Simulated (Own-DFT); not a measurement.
# Stretching a layer in its plane: grey tin, 32 atoms (Sn32)

No measurement is shown. These are fixed-geometry runs of a retired plane-wave code named Own-DFT, which no person has reviewed; spin and spin-orbit coupling are neglected.

Method: PBE; PseudoDojo norm-conserving scalar-relativistic files; cutoff 42 hartree; 3 x 3 x 5 k mesh centred on Gamma; cold (Marzari-Vanderbilt) smearing of 0.2 eV.

Caveats: forces on such cells failed a check on a denser k mesh; stress not checked against mesh or cutoff.

Unstrained cell vectors in Å: (12.978, 0.000, 0.000); (0.000, 12.978, 0.000); (0.000, 0.000, 6.489). The unstrained cell has measured lattice constants (interpolated for alloys), not those of this functional. That, the random moves and any unrelaxed bonds set the pressure at no strain. Each run strains x and y alike by e, as a substrate would, and holds the height along z. Random moves of width 0.05 Å per axis were added to every atom. Stress is positive in tension.

| e (%) | u (Å) | (s_xx + s_yy)/2 (GPa) | s_zz (GPa) |
|---|---|---|---|
| -2.50 | 0.050 | -6.82 | -6.05 |
| -2.50 | 0.053 | -6.84 | -6.05 |
| -2.00 | 0.047 | -6.15 | -5.43 |
| -2.00 | 0.048 | -6.10 | -5.56 |
| -1.50 | 0.053 | ? | ? |
| -1.00 | 0.053 | -4.83 | -4.62 |
| -1.00 | 0.050 | -4.88 | -4.52 |
| -0.50 | 0.051 | -4.16 | -4.06 |
| -0.50 | 0.054 | -4.26 | -4.08 |
| 1.75 | 0.048 | -1.69 | -2.31 |
| 1.75 | 0.048 | -1.78 | -2.25 |
| 2.25 | 0.055 | -1.32 | -1.81 |
| 2.25 | 0.047 | -1.26 | -1.90 |
| 2.50 | 0.047 | -1.08 | -1.78 |
| 2.50 | 0.046 | -0.96 | -1.60 |
| 3.00 | 0.047 | -0.64 | -1.43 |
| 3.00 | 0.054 | -0.70 | -1.52 |

## What the rows give

With e as a fraction, the in-plane stress is -3.6 + 115 e - 534 e² GPa (errors 1 and 51, scatter 0.05), and s_zz is -3.6 + 86 e - 422 e² GPa (slope ± 1, scatter 0.07). At e = 0 the first slope is C11 + C12 and the second 2 C12, both with the ions held to the strained lattice and at the cell's own pressure. The term in e² is negative: the layer stiffens under compression and softens under tension. A free layer would change its height as e changes, and the in-plane slope would drop by 2 C12²/C11 to the biaxial modulus. At fixed height, a misfit of 1 % moves the in-plane stress by about 1.2 GPa and s_zz by 0.9 GPa.

## Withheld run

Question: what are the two stresses at e = -1.50 %?

From the fit: -5.5 and -5.0 GPa. The hidden result is -5.43 and -5.02 GPa.
